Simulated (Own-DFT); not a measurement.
# From a pressure shift to a lattice shift: beta-Si3N4, 112 atoms (N64Si48)

Calculated, not measured: single-point runs of Own-DFT, a retired in-house plane-wave DFT program that no person has reviewed, on unrelaxed cells, without spin or spin-orbit coupling.

Limits: forces on such cells moved up to 12 meV/angstrom on a denser k mesh; stress not checked against mesh or cutoff.

Each geometry was run with PBE and with PBEsol, otherwise alike: PseudoDojo norm-conserving scalar-relativistic files made for PBE; cutoff 42 hartree; 2 x 2 x 4 k mesh centred on Gamma; Fermi-Dirac smearing of 0.1 eV. Unstrained cell vectors in Å: (15.212, 0.000, 0.000); (-7.606, 13.174, 0.000); (0.000, 0.000, 5.818). Each has a uniform strain, of which the change of volume is shown, and random moves of rms u per axis.

| run | volume change (%) | u (Å) | P with PBE (GPa) | P with PBEsol (GPa) |
|---|---|---|---|---|
| 1 | 0.07 | 0.0478 | 8.82 | 6.42 |
| 2 | 2.51 | 0.0500 | 2.46 | 0.10 |
| 3 | -0.56 | 0.0511 | 10.24 | 7.82 |
| 4 | 0.15 | 0.0492 | 8.38 | 5.98 |
| 5 | -1.97 | 0.0527 | 13.64 | 11.18 |
| 6 | -1.43 | 0.0482 | 12.43 | 10.00 |
| 7 | 0.45 | 0.0491 | 7.50 | 5.10 |
| 8 | -1.84 | 0.0512 | 13.79 | 11.34 |
| 9 | -1.76 | 0.0482 | 13.13 | 10.68 |
| 10 | -0.33 | 0.0500 | 9.43 | ? |

The question: by how much does PBEsol shrink this cell, and what belongs in the blank?

## Worked answer

Write v for the change of volume as a fraction. Fitted to v and u², the PBE pressure has a slope of -253 ± 5 GPa in v, with the ions held to the strained lattice. The difference PBEsol less PBE is -2.41 + 2.2 v GPa (slope ± 0.2) and averages -2.42 GPa. Divided by the mean slope of the two, 252 GPa, that makes PBEsol's volume at a given pressure, near 9 GPa, about 1.0 % smaller, or 0.32 % in lengths. At one volume PBEsol's slope is the smaller by 2 GPa, but its pressure there is lower too. If stiffness rises by about 4 GPa for each GPa, PBEsol at equal pressure is stiffer by about 8 GPa. Files made for PBEsol would give a different shift.

For run 10 the line gives 7.02 GPa. Computed: 7.02 GPa.
